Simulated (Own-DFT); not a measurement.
# What a defect does to the pressure of its cell: C40 NbSi2

Everything here is calculated. The program is Own-DFT (plane waves, in-house, since retired, never reviewed by a person); positions were held fixed, and spin and spin-orbit coupling were off.

Common settings: PBEsol; PseudoDojo norm-conserving scalar-relativistic files, made for PBE; cutoff 42 hartree; 4 x 4 x 5 k mesh centred on Gamma; cold (Marzari-Vanderbilt) smearing of 0.2 eV.

Caveats: forces on such cells failed a check on a denser k mesh; stress not checked against mesh or cutoff.

All runs share one cell, with vectors in Å (0.000, 8.324, 0.000); (-9.613, 0.000, 0.000); (0.000, 0.000, 6.586) and a volume of 527.0 Å³. Atoms were moved at random from their sites; u is the rms move along one axis. The defect's site can differ from row to row.

```
cell,formula,u (Å),P (GPa)
no defect,Nb12Si24,0.0179,-2.21
no defect,Nb12Si24,0.0199,-2.18
no defect,Nb12Si24,0.0497,-1.10
two Si on a Nb site each,Nb10Si26,0.0304,-1.74
two Si on a Nb site each,Nb10Si26,0.0322,-1.82
two Si on a Nb site each,Nb10Si26,0.0468,-0.96
two Nb on a Si site each,Nb14Si22,0.0313,3.49
two Nb on a Si site each,Nb14Si22,0.0492,4.36
two Nb on a Si site each,Nb14Si22,0.0515,4.51
two Nb vacancies,Nb10Si24,0.0297,-3.51
two Nb vacancies,Nb10Si24,0.0314,-3.25
two Nb vacancies,Nb10Si24,0.0499,-2.63
one Si vacancy,Nb12Si23,0.0322,-2.60
one Si vacancy,Nb12Si23,0.0325,-2.31
one Si vacancy,Nb12Si23,0.0509,-1.78
one Si vacancy,Nb12Si23,0.0533,?
```

## What the rows give

P = P0 + c u² + a shift for each defect gives P0 = -2.39 GPa, c = 531 ± 39 GPa/Å² and a scatter of 0.12 GPa. The shifts, and each times the cell's volume:

- two Nb on a Si site each: 5.44 ± 0.10 GPa, 17.9 eV (9.0 eV for each of its 2 sites)
- two Si on a Nb site each: 0.15 ± 0.10 GPa, 0.5 eV (0.3 eV for each of its 2 sites) (not resolved)
- one Si vacancy: -0.66 ± 0.10 GPa, -2.2 eV
- two Nb vacancies: -1.51 ± 0.10 GPa, -5.0 eV (-2.5 eV for each of its 2 sites)

A positive shift means that the defect pushes the cell outwards. Shift times volume (160.2 GPa Å³ is 1 eV) depends little on the cell's size, so, taken for each site, it can be compared between cells at like pressure. The atoms around the defects weren't relaxed, which would change these numbers.

## The run left out

Asked: what pressure belongs in the blank (one Si vacancy, u = 0.0533 Å)?

The fitted form gives -1.55 ± 0.14 GPa. The calculation gave -1.54 GPa.
